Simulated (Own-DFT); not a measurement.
# Two functionals across a range of volumes: wurtzite AlGaN with randomly placed atoms, 72 atoms (Al9Ga27N36)

Source: density functional calculations with Own-DFT, an unreviewed in-house program that is no longer used. Nothing was measured or relaxed, and spin and spin-orbit coupling are left out.

Caveats: forces on such cells passed a denser k mesh, each cell not checked; stress not checked against mesh or cutoff.

Each geometry was run with PBE and with PBEsol, otherwise alike: PseudoDojo norm-conserving scalar-relativistic files made for PBE; cutoff 42 hartree; 4 x 4 x 3 k mesh centred on Gamma; Fermi-Dirac smearing of 0.1 eV. Unstrained cell vectors in Å: (9.509, 0.000, 0.000); (-4.755, 8.235, 0.000); (0.000, 0.000, 10.268). Each has a uniform strain, of which the change of volume is shown, and random moves of rms u per axis. The random placing of the alloy's atoms differs from row to row.

| run | volume change (%) | u (Å) | P with PBE (GPa) | P with PBEsol (GPa) |
|---|---|---|---|---|
| 1 | 6.09 | 0.0520 | -3.27 | -7.71 |
| 2 | -2.98 | 0.0516 | 14.08 | 8.94 |
| 3 | -5.42 | 0.0533 | 21.05 | 15.68 |
| 4 | 1.00 | 0.0530 | 5.43 | 0.61 |
| 5 | 2.52 | 0.0520 | 2.77 | -1.93 |
| 6 | -1.49 | 0.0513 | 10.91 | 5.89 |
| 7 | -1.00 | 0.0446 | 9.35 | 4.37 |
| 8 | -4.45 | 0.0496 | 18.23 | 12.96 |
| 9 | 1.51 | 0.0473 | 3.93 | ? |

Q: by how much does PBEsol shrink this cell, and what belongs in the blank?

## Working it out

Write v for the change of volume as a fraction. Fitted to v and u², the PBE pressure has a slope of -212 ± 10 GPa in v, with the ions held to the strained lattice. The difference PBEsol less PBE is -4.91 + 8.0 v GPa (slope ± 0.2) and averages -4.97 GPa. Divided by the mean slope of the two, 208 GPa, that makes PBEsol's volume at a given pressure, near 7 GPa, about 2.4 % smaller, or 0.80 % in lengths. At one volume PBEsol's slope is the smaller by 8 GPa, but its pressure there is lower too. If stiffness rises by about 4 GPa for each GPa, PBEsol at equal pressure is stiffer by about 12 GPa. Files made for PBEsol would give a different shift.

For run 9 the line gives -0.86 GPa. The hidden result is -0.82 GPa.
